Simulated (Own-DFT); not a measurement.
Simulation results for GaP (zincblende, atoms displaced)

A calculation, not a measurement: plane-wave PBE density functional theory by an unreviewed code, no spin, of a simulated periodic cell, stress positive in tension, free energy of the whole cell less one offset for each atom, forces on such cells passed a denser k mesh, this cell's mesh not checked; offsets are fitted by least squares, one for each functional and potential file, so energies compare only between cells with the same atoms and settings and are not formation energies; the far tail of each file's local potential was reset to the Coulomb form; each entry is a single point on an unrelaxed cell, so the pressure reflects the starting lattice, mostly measured values (interpolated for alloys), from which strain is counted, and rises with the displacements; printed positions are rounded, which can move forces by about a meV/angstrom; the program, named Own-DFT, is a retired in-house code; no spin-orbit coupling; before rounding, a Quantum ESPRESSO 7.3.1 run of the same cell and cutoff gave forces within 1 meV/angstrom rms on each cell, which checks the program and not the settings. Program: Own-DFT development build.

```xyz
96
Lattice="16.3515 0.0000 0.0000 0.0000 10.9010 0.0000 0.0000 0.0000 10.9010" Properties=species:S:1:pos:R:3:force_x:R:1:force_y:R:1:force_z:R:1 formula=GaP functional=PBE potential_files=PseudoDojo_norm-conserving,scalar-relativistic,standard_set wave_cutoff=42 occupations=Fermi-Dirac smearing_width=0.1 k_mesh=2_x_3_x_3_centred_on_Gamma free_energy_of_cell_above_offsets=-50.213 pressure=3.23 stress_xx=-3.21 stress_yy=-3.22 stress_zz=-3.27 stress_yz=0.18 stress_xz=0.42 stress_xy=-0.19
Ga     0.0137    10.8154    10.8589      0.112      0.453      0.549
Ga     0.0435     2.7693     2.7555     -0.045     -0.351     -0.989
Ga     2.7522    10.8918     2.6769     -0.071     -0.149     -0.032
Ga     2.7619     2.6745     0.0022     -0.233      0.493     -0.788
P      1.4232     1.3630     1.2909      -0.95      -0.36      0.673
P      1.3514     4.1287     4.0892      0.174     -0.297      0.042
P      4.0718     1.3592     4.0661     -0.082     -0.096      0.419
P      4.0273     4.0931     1.3004      0.739      0.092      0.484
Ga    16.2834    10.8877     5.3770      0.356      0.223      0.431
Ga    16.2901     2.6993     8.1550      0.644     -0.146      0.642
Ga     2.7583     0.0218     8.1673     -0.036     -0.452     -0.054
Ga     2.6758     2.7032     5.4489      0.449      0.316      0.059
P      1.3555     1.3470     6.8478     -0.289     -0.163     -0.484
P      1.4066     4.0803     9.4802     -0.784      -0.46      0.791
P      4.1282     1.3267     9.5425     -0.471      0.718      -0.53
P      4.1585     4.2430     6.6827     -2.042     -2.774      2.447
Ga    16.2387     5.4674    10.8981      1.243     -0.048     -0.322
Ga    16.3180     8.1373     2.7247      0.016      0.497      0.416
Ga     2.7087     5.4315     2.7030     -0.135      0.328     -0.187
Ga     2.7540     8.1250     0.0033     -0.521      0.751      0.765
P      1.2927     6.8402     1.3953       0.43     -0.676     -0.621
P      1.3604     9.5445     4.0642     -0.105      0.146     -0.254
P      4.0583     6.8314     4.0266      0.255     -0.723      0.673
P      4.1822     9.5302     1.3491     -0.627      0.148     -0.503
Ga    16.2641     5.3595     5.4145      0.819      1.333      0.229
Ga     0.0288     8.1764     8.1728     -0.176      0.322     -0.447
Ga     2.7407     5.4046     8.1833     -0.055      0.611      -0.69
Ga     2.7612     8.2233     5.3863     -0.431     -0.415        0.6
P      1.3436     6.8105     6.8099      0.309     -0.219     -0.533
P      1.3974     9.5218     9.5415      0.175     -0.102     -0.252
P      4.0186     6.8381     9.5466      0.988     -0.423       -0.6
P      4.1471     9.5008     6.8301     -0.883      0.675      -0.43
Ga     5.4781     0.0273    10.8021      0.378     -0.279      1.168
Ga     5.4204     2.6800     2.6905     -0.178      0.991      0.331
Ga     8.2161     0.0042     2.7161     -0.733      0.144      0.466
Ga     8.2167     2.8053     0.0347     -0.413     -0.927     -0.159
P      6.7923     1.3933     1.3921      0.658     -0.332     -0.673
P      6.7624     4.1473     4.0914      0.624     -0.543     -0.747
P      9.5559     1.2696     4.1926     -1.027      1.402      -0.96
P      9.5551     4.0646     1.3922      0.081      0.356      0.356
Ga     5.4519    10.8631     5.4398     -0.119      0.801      0.448
Ga     5.4648     2.7414     8.2097     -0.428      -0.05     -0.973
Ga     8.1686    10.8877     8.2741      0.802      0.461     -1.255
Ga     8.0875     2.7125     5.4781      0.576      0.478     -0.589
P      6.8530     1.3811     6.8373     -0.763     -0.773      0.323
P      6.8190     4.0231     9.5213     -0.013      1.314      0.536
P      9.5692     1.3280     9.5869     -0.833      0.898     -0.191
P      9.4115     4.1671     6.7953      1.381     -0.898     -0.028
Ga     5.4315     5.5345     0.0111     -0.191     -1.038     -0.639
Ga     5.4114     8.1512     2.7414      0.568     -0.112     -0.467
Ga     8.2854     5.5410     2.7507     -1.561      -1.32     -0.874
Ga     8.0749     8.1832     0.0270      1.313      0.395     -0.497
P      6.8241     6.7915     1.2952     -0.062      0.118       1.43
P      6.7222     9.5504     4.0744      1.171     -0.254     -0.355
P      9.5742     6.7438     4.0373      0.488      1.471      1.571
P      9.5571     9.5987     1.3958     -0.348     -0.765     -0.749
Ga     5.4624     5.4025     5.5122      1.667      2.674      -1.63
Ga     5.4345     8.1897     8.1546      0.476     -0.395        0.5
Ga     8.1946     5.4746     8.2163     -0.759      0.024     -0.241
Ga     8.1319     8.2280     5.4739      0.943       0.38     -1.125
P      6.9177     6.9380     6.8077      -1.42     -1.631      0.758
P      6.8367     9.5873     9.5050     -0.656     -1.005      0.441
P      9.5642     6.7541     9.5139     -0.058      0.909      0.802
P      9.5605     9.5115     6.8287     -0.203      0.568     -0.089
Ga    10.8778     0.0477    10.8882      1.025     -0.334      0.894
Ga    10.8595     2.6607     2.7410     -0.097      0.044      0.503
Ga    13.7193    10.8367     2.7895     -1.325      0.234     -0.131
Ga    13.7005     2.6687    10.8949     -1.387     -0.331      0.342
P     12.2832     1.3697     1.4957      0.335     -0.552     -1.158
P     12.2477     4.0403     4.0929     -0.235     -0.053     -0.293
P     14.9583     1.3991     4.0132      0.434      0.228      0.876
P     14.9791     4.0175     1.2440      0.282      0.752      1.783
Ga    10.9127    10.8970     5.4018      0.376     -0.458      1.523
Ga    10.8833     2.6786     8.1993     -0.954      1.305      0.133
Ga    13.6706     0.1105     8.2193     -1.142     -0.911     -0.943
Ga    13.5884     2.7383     5.4366      0.264     -0.318      0.736
P     12.1574     1.4101     6.8918      1.327     -0.795     -1.324
P     12.3283     4.0058     9.5341      -0.62      0.476      0.187
P     14.9435     1.3000     9.5900      1.451      0.528     -0.105
P     15.0572     4.0881     6.8194     -1.573     -0.337      0.172
Ga    10.8739     5.4082     0.0122      0.903      0.125     -0.064
Ga    10.8510     8.1652     2.7083      0.424      0.097     -0.009
Ga    13.5824     5.4039     2.7747      0.655      0.446     -0.469
Ga    13.6239     8.1546     0.0297      0.166      0.685     -0.559
P     12.3116     6.8605     1.3728     -0.803     -0.883      0.164
P     12.2208     9.5180     4.1233      0.279      0.128     -0.835
P     14.9664     6.8911     4.1789      0.156     -1.194     -1.067
P     14.9766     9.5574     1.4056      0.431     -0.608     -0.629
Ga    10.9741     5.4046     5.4456     -0.388      0.472      0.568
Ga    10.9088     8.2016     8.2041      0.447     -0.441     -0.327
Ga    13.6040     5.4737     8.2133      0.353     -0.215     -0.413
Ga    13.6130     8.2347     5.4016      0.042      0.274      0.485
P     12.3974     6.8659     6.7560      -1.42     -0.584      0.718
P     12.2663     9.6002     9.5318      0.205      -0.35      0.335
P     15.0058     6.8442     9.5135     -0.422      0.124      0.157
P     14.9094     9.5751     6.7974      0.678      0.128      0.359
```

Units: wave_cutoff in hartree; smearing_width, free_energy_of_cell_above_offsets in eV; pressure, stress_xx, stress_yy, stress_zz, stress_yz, stress_xz, stress_xy in GPa; force_x, force_y, force_z in eV/Å.
